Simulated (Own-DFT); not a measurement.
# Two functionals across a range of volumes: diamond-structure SiGeSn with randomly placed atoms, 64 atoms (Ge52Si8Sn4)

Calculated, not measured: single-point runs of Own-DFT, a retired in-house plane-wave DFT program that no person has reviewed, on unrelaxed cells, without spin or spin-orbit coupling.

Known weak points: forces on such cells moved up to 12 meV/angstrom on a denser k mesh; stress not checked against mesh or cutoff.

Each geometry was run with PBE and with PBEsol, otherwise alike: PseudoDojo norm-conserving scalar-relativistic files made for PBE; cutoff 49 hartree; 3 x 3 x 3 k mesh centred on Gamma; Fermi-Dirac smearing of 0.1 eV. Unstrained cell vectors in Å: (11.363, 0.000, 0.000); (0.000, 11.363, 0.000); (0.000, 0.000, 11.363). Each has a uniform strain, of which the change of volume is shown, and random moves of rms u per axis. The random placing of the alloy's atoms differs from row to row.

| run | volume change (%) | u (Å) | P with PBE (GPa) | P with PBEsol (GPa) |
|---|---|---|---|---|
| 1 | -0.50 | 0.0482 | 4.80 | 1.94 |
| 2 | -3.96 | 0.0475 | 8.23 | 5.15 |
| 3 | -1.49 | 0.0491 | 5.90 | 2.97 |
| 4 | -4.45 | 0.0519 | 8.69 | 5.58 |
| 5 | -1.99 | 0.0465 | 6.13 | 3.17 |
| 6 | -2.48 | 0.0516 | 6.70 | 3.72 |
| 7 | -1.00 | 0.0560 | 5.29 | 2.39 |
| 8 | -0.50 | 0.0538 | 5.17 | 2.29 |
| 9 | -1.99 | 0.0514 | 6.25 | 3.30 |
| 10 | -2.48 | 0.0473 | 6.58 | ? |

The question: by how much does PBEsol shrink this cell, and what belongs in the blank?

## Working it out

Write v for the change of volume as a fraction. Fitted to v and u², the PBE pressure has a slope of -95 ± 4 GPa in v, with the ions held to the strained lattice. The difference PBEsol less PBE is -2.84 + 6.0 v GPa (slope ± 0.2) and averages -2.96 GPa. Divided by the mean slope of the two, 92 GPa, that makes PBEsol's volume at a given pressure, near 5 GPa, about 3.2 % smaller, or 1.07 % in lengths. At one volume PBEsol's slope is the smaller by 6 GPa, but its pressure there is lower too. If stiffness rises by about 4 GPa for each GPa, PBEsol at equal pressure is stiffer by about 6 GPa. Files made for PBEsol would give a different shift.

For run 10 the line gives 3.59 GPa. Computed: 3.60 GPa.
